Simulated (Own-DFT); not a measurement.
# What a defect does to the pressure of its cell: zincblende GaAs

The numbers are computed, not measured, by runs of the plane-wave DFT program Own-DFT (in-house, retired, unreviewed) at fixed positions, with no spin and no spin-orbit coupling.

Method: PBE; PseudoDojo norm-conserving scalar-relativistic files; cutoff 42 hartree; 3 x 3 x 3 k mesh centred on Gamma; Fermi-Dirac smearing of 0.1 eV.

Caveats (not all hold for every row): not probed for a lower state with spin; forces not confirmed at this smearing and k mesh; stress not checked against mesh or cutoff.

All runs share one cell, with vectors in Å (10.862, 0.000, 0.000); (0.000, 10.862, 0.000); (0.000, 0.000, 11.796) and a volume of 1391.7 Å³, strained against the parent crystal. Atoms were moved at random from their sites; u is the rms move along one axis. The defect's site can differ from row to row.

```
                             cell     formula   u (Å)  P (GPa)
                        no defect    As32Ga32  0.0299     6.64
                        no defect    As32Ga32  0.0524     7.10
                        no defect    As32Ga32  0.0536     7.23
              one In on a Ga site  As32Ga31In  0.0290     7.40
              one In on a Ga site  As32Ga31In  0.0305     7.42
              one In on a Ga site  As32Ga31In  0.0306     7.43
              one Al on a Ga site  AlAs32Ga31  0.0294     6.64
              one Al on a Ga site  AlAs32Ga31  0.0312     6.63
              one Al on a Ga site  AlAs32Ga31  0.0492        ?
              one Al on a Ga site  AlAs32Ga31  0.0510     7.02
              one P on an As site   As31Ga32P  0.0304     6.35
              one P on an As site   As31Ga32P  0.0491     6.65
              one P on an As site   As31Ga32P  0.0503     6.75
one As vacancy and one Ga vacancy    As31Ga31  0.0325     6.00
one As vacancy and one Ga vacancy    As31Ga31  0.0453     6.03
one As vacancy and one Ga vacancy    As31Ga31  0.0497     6.64
```

## Worked fit

P = P0 + c u² + a shift for each defect gives P0 = 6.41 GPa, c = 266 ± 47 GPa/Å² and a scatter of 0.12 GPa. The shifts, and each times the cell's volume:

- one In on a Ga site: 0.77 ± 0.12 GPa, 6.7 eV
- one Al on a Ga site: -0.04 ± 0.11 GPa, -0.4 eV (not resolved)
- one P on an As site: -0.35 ± 0.10 GPa, -3.1 eV
- one As vacancy and one Ga vacancy: -0.69 ± 0.10 GPa, -6.0 eV

A positive shift means that the defect pushes the cell outwards. Shift times volume (160.2 GPa Å³ is 1 eV) depends little on the cell's size, so, taken for each site, it can be compared between cells at like pressure. The atoms around the defects weren't relaxed, which would change these numbers.

## The run left out

Asked: what pressure belongs in the blank (one Al on a Ga site, u = 0.0492 Å)?

Estimate: 7.01 ± 0.15 GPa. DFT gave 7.10 GPa.
